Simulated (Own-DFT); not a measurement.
# What it costs to cut wurtzite GaN, m plane (10-10)

Everything here is calculated. The program is Own-DFT (plane waves, in-house, since retired, never reviewed by a person); positions were held fixed, and spin and spin-orbit coupling were off.

Limits (not all hold for every row): some atoms lie very close together; forces not confirmed at this smearing and k mesh; k mesh not checked against a denser one.

Both sets of runs: PBE; PseudoDojo norm-conserving scalar-relativistic files (stringent for Ga); cutoff 96 hartree; Gaussian smearing of 0.01 eV. The slab has 64 atoms in 16 layers, two equal faces of 33.07 Å² as cut, 15 Å of vacuum, a dipole correction along the normal and a 6 x 6 x 1 mesh. The bulk cell has 72 atoms, the same measured lattice constants and a 4 x 4 x 3 mesh. In the slab only the 16 atoms nearest the faces were moved at random; u is their rms move along one axis. Energies are counted from -3520.29 eV for each atom.

```
slab run,u (Å),E (eV, cell)
1,0.0446,8.615
2,0.0453,8.844
3,0.0462,8.860
4,0.0488,8.750
5,0.0500,8.755
6,0.0938,11.342
7,0.0981,11.160
8,0.0984,10.839
9,0.0991,10.883
10,0.0996,12.911
11,0.1029,13.408
12,0.1180,12.624
```

```
bulk run   u (Å)  E (meV/atom)
       1  0.0189          1.77
       2  0.0196          0.91
       3  0.0197          1.88
       4  0.0211          2.92
       5  0.0504         57.56
       6  0.0508         64.79
       7  0.0514         63.29
       8  0.0961        224.38
       9  0.1017        287.40
      10  0.1106        342.19
```

Asked: what is the energy of the unrelaxed surface?

## Answer

Take each set to u = 0 with E = a + b u². Residuals are scaled by 1/(u² + 0.0006 Å²) to tame the large moves. Slab: a = 7.93 ± 0.14 eV. Bulk: a = -9.0 ± 0.6 meV/atom. The excess is 7.93 - 64 x (-0.0090) = 8.51 ± 0.15 eV. Over two faces that is 129 meV/Å², or 2.06 ± 0.04 J/m². Relaxing the faces would lower the energy, and the unlike meshes and the reach from the smallest u down to zero add errors that aren't counted here.
